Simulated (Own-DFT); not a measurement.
# Response to strain: fcc Cu, 16 atoms (Cu16)

Calculated results; nothing here was measured. They come from Own-DFT, an in-house plane-wave density functional program, since retired, whose code no person has reviewed. Each row is one single-point run on a periodic cell that was not relaxed, without spin or spin-orbit coupling.

Settings of every run: PBE; PseudoDojo norm-conserving scalar-relativistic files; cutoff 50 hartree; 7 x 7 x 5 k mesh centred on Gamma; cold (Marzari-Vanderbilt) smearing of 0.2 eV.

Known limits: forces on such cells failed a check on a denser k mesh; stress not checked against mesh or cutoff.

Unstrained cell vectors in Å: (3.615, 3.615, 0.000); (-3.615, 3.615, 0.000); (0.000, 0.000, 7.230). The unstrained cell has measured lattice constants (interpolated for alloys), not those of this functional. That, the random moves and any unrelaxed bonds set the pressure at no strain. Each run strains this cell uniformly, with the atoms carried along. Every atom was also moved at random, by a Gaussian of width 0.05 Å on each axis. Strain is the symmetric tensor, in per cent. Stress is positive in tension, and the pressure is minus a third of its trace.

```
run,e_xx (%),e_yy (%),e_zz (%),e_yz (%),e_xz (%),e_xy (%),s_xx (GPa),s_yy (GPa),s_zz (GPa),s_yz (GPa),s_xz (GPa),s_xy (GPa),P (GPa),E (meV/atom)
1,1.97,-1.77,-1.31,0.17,0.66,0.64,-3.27,-6.48,-5.36,0.62,1.30,0.80,5.04,13.1
2,-1.94,-1.82,-1.57,1.02,1.62,0.61,-13.33,-12.45,-12.44,2.13,3.89,1.27,12.74,37.1
3,0.29,-0.78,-0.04,-0.05,-1.95,-1.47,-4.12,-4.62,-4.08,0.39,-3.41,-2.53,4.28,15.1
4,-0.97,1.34,0.12,-1.25,-1.05,-1.59,-2.97,-1.44,-2.13,-1.82,-1.86,-2.20,2.18,3.0
5,0.03,1.64,1.56,0.86,0.29,-1.21,1.08,2.01,2.29,1.21,0.54,-1.68,-1.79,0.0
6,-1.29,-0.51,0.88,-0.66,-0.51,-1.74,-5.27,-4.46,-3.38,-1.00,-0.82,-3.05,4.37,6.4
7,-1.29,1.58,-1.92,1.49,-0.54,-0.05,-6.94,-4.45,-6.59,2.74,-1.29,-0.39,5.99,16.4
8,1.12,1.75,1.01,-1.69,0.99,-1.34,2.04,2.01,2.17,-2.75,1.66,-1.68,-2.07,12.4
9,-0.49,-0.41,1.22,-0.76,-0.55,-1.66,-2.70,-2.89,-1.10,-1.44,-0.74,-3.23,2.23,0.6
10,-1.02,-1.37,-1.99,-1.75,1.30,0.93,-11.06,-11.72,-11.45,-3.62,2.65,1.85,11.41,41.1
11,0.43,1.20,1.65,-0.78,-1.68,-1.83,0.29,1.17,1.59,-1.06,-2.80,-2.97,-1.02,17.7
12,1.23,0.66,0.48,0.32,-1.55,-0.53,0.28,0.31,0.52,0.34,-2.04,-1.11,-0.37,4.9
13,-1.10,-1.92,1.59,1.58,-1.51,-0.36,-6.70,-7.08,-4.32,2.83,-2.67,-1.19,6.04,25.0
14,-0.68,0.53,1.88,-0.48,0.60,1.54,-1.31,-0.16,0.62,-0.83,1.31,2.22,0.28,1.1
15,-0.62,-0.08,-1.39,-0.36,1.43,-1.29,?,?,?,?,?,?,?,?
```

E is the free energy for each atom above the lowest run shown.

## Worked fit

Each stress component was fitted by least squares to a constant and the strains of the runs shown, as fractions, with shears doubled. Shear strains stay in the fit of a normal stress only where such slopes are resolved. The slopes, in GPa:

| stress | at no strain | per e_xx | per e_yy | per e_zz | scatter |
|---|---|---|---|---|---|
| s_xx | -3.7 | 211 ± 16 | 138 ± 14 | 148 ± 14 | 0.65 |
| s_yy | -3.7 | 122 ± 15 | 210 ± 13 | 150 ± 13 | 0.62 |
| s_zz | -3.3 | 138 ± 15 | 138 ± 13 | 214 ± 13 | 0.60 |

Each shear stress against twice its own strain: yz 89 ± 5, xz 91 ± 6, xy 76 ± 5 GPa. These are stiffnesses along x, y and z of the frame in which the cell vectors are given, which need not be the crystal's axes. The atoms are held to the strained lattice; where symmetry lets them move under strain, relaxing them would lower some slopes. The table should be nearly symmetric about its diagonal, and what it lacks of that shows the noise. A ninth of its sum, 163 ± 6 GPa, estimates the bulk modulus near the mean pressure of these runs, 3.5 GPa, so it lies above the value at zero pressure.

## Withheld run

Question: what normal stresses and pressure should run 15 give?

The fit gives s_xx = -7.2, s_yy = -6.7, s_zz = -7.2 and P = 7.0 GPa. The calculation gave -6.69, -5.80, -6.59 and P = 6.36 GPa.
